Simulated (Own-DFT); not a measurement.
# Response to strain: wurtzite GaN, 96 atoms (Ga48N48)

Calculated results; nothing here was measured. The program, named Own-DFT, is a retired in-house plane-wave density functional code that no person has reviewed. Each row is one single-point run on a periodic cell that was not relaxed, without spin or spin-orbit coupling.

Settings of every run: PBE; PseudoDojo norm-conserving scalar-relativistic files (stringent for Ga); cutoff 96 hartree; 3 x 4 x 3 k mesh centred on Gamma; Gaussian smearing of 0.01 eV.

Known limits: forces on such cells passed a denser k mesh, each cell not checked; stress not checked against mesh or cutoff.

Unstrained cell vectors in Å: (12.756, 0.000, 0.000); (-4.783, 8.285, 0.000); (0.000, 0.000, 10.370). The unstrained cell has measured lattice constants (interpolated for alloys), not those of this functional. That, the random moves and any unrelaxed bonds set the pressure at no strain. Each run strains this cell uniformly, with the atoms carried along. Every atom was also moved at random, by a Gaussian of width 0.05 Å on each axis. Strain is the symmetric tensor, in per cent. Stress is positive in tension, and the pressure is minus a third of its trace.

```
run,e_xx (%),e_yy (%),e_zz (%),e_yz (%),e_xz (%),e_xy (%),s_xx (GPa),s_yy (GPa),s_zz (GPa),s_yz (GPa),s_xz (GPa),s_xy (GPa),P (GPa),E (meV/atom)
1,1.74,1.48,-1.93,-0.69,0.48,-1.64,0.04,-0.57,-14.14,-1.70,0.56,-4.40,4.89,21.6
2,-0.98,-1.01,-1.64,1.80,1.70,1.85,-13.93,-13.69,-18.09,3.75,3.79,6.46,15.23,59.7
3,1.99,-0.33,-1.83,-0.50,0.79,0.91,-1.05,-6.63,-14.29,-1.24,2.05,1.57,7.32,20.6
4,1.90,0.81,1.70,-0.25,0.59,0.88,2.93,-1.34,1.33,-0.13,1.18,1.44,-0.98,0.0
5,-0.03,0.55,-0.21,-1.36,1.13,0.91,-6.90,-6.13,-8.12,-2.52,2.67,3.05,7.05,32.3
6,1.78,1.01,-1.25,1.11,-0.43,-0.79,-0.21,-2.90,-11.76,2.00,-0.50,-2.75,4.96,32.6
7,-0.08,-0.62,1.39,-0.77,1.26,0.96,-8.13,-8.23,-1.23,-1.94,2.43,3.48,5.86,17.3
8,1.82,-1.84,-1.32,-0.40,1.72,0.35,-2.56,-11.80,-16.93,-0.03,3.36,2.15,10.43,40.1
9,-1.89,0.81,-1.94,1.94,1.21,0.83,-15.55,-7.88,-17.94,4.72,2.70,2.07,13.79,49.1
10,-0.64,1.67,-0.71,1.57,0.55,1.24,-9.27,-2.13,-9.31,3.01,1.49,3.98,6.90,27.0
11,1.10,0.44,-1.93,0.99,0.58,-1.19,-3.07,-5.36,-17.14,1.78,1.45,-3.82,8.52,37.2
12,-1.56,-1.58,1.18,-0.40,-1.25,-1.07,-16.68,-15.10,-3.42,-0.26,-3.18,-3.49,11.74,38.3
13,-0.93,0.89,-0.07,-0.60,1.95,0.38,-9.81,-4.86,-7.84,-1.42,4.33,1.59,7.50,28.8
14,0.67,-0.55,1.48,0.28,-1.34,1.89,-3.57,-8.08,-1.38,0.64,-3.16,6.46,4.34,18.9
15,-1.74,-1.43,-0.88,0.10,-1.28,-1.39,-16.86,-17.17,-14.20,0.93,-2.77,-6.43,16.07,49.9
16,0.18,0.59,1.15,-0.19,0.86,-1.83,-3.87,-5.00,-1.13,-0.21,2.10,-5.35,3.33,4.5
17,0.84,-0.96,-1.07,-1.20,-0.67,0.11,?,?,?,?,?,?,?,?
```

E is the free energy for each atom above the lowest run shown.

## Worked fit

Each stress component was fitted by least squares to a constant and the strains of the runs shown, as fractions, with shears doubled. Shear strains stay in the fit of a normal stress only where such slopes are resolved. The slopes, in GPa:

| stress | at no strain | per e_xx | per e_yy | per e_zz | scatter |
|---|---|---|---|---|---|
| s_xx | -7.4 | 426 ± 14 | 127 ± 18 | 72 ± 14 | 0.74 |
| s_yy | -7.6 | 142 ± 13 | 373 ± 17 | 51 ± 13 | 0.70 |
| s_zz | -7.8 | 43 ± 18 | 116 ± 23 | 491 ± 18 | 0.95 |

Each shear stress against twice its own strain: yz 104 ± 7, xz 109 ± 5, xy 155 ± 12 GPa. These are stiffnesses along x, y and z of the frame in which the cell vectors are given, which need not be the crystal's axes. The atoms are held to the strained lattice; where symmetry lets them move under strain, relaxing them would lower some slopes. The table should be nearly symmetric about its diagonal, and what it lacks of that shows the noise. A ninth of its sum, 205 ± 3 GPa, estimates the bulk modulus near the mean pressure of these runs, 7.9 GPa, so it lies above the value at zero pressure.

## Withheld run

Question: what normal stresses and pressure should run 17 give?

The fit gives s_xx = -5.8, s_yy = -10.5, s_zz = -13.8 and P = 10.0 GPa. The calculation gave -6.68, -10.66, -12.43 and P = 9.92 GPa.
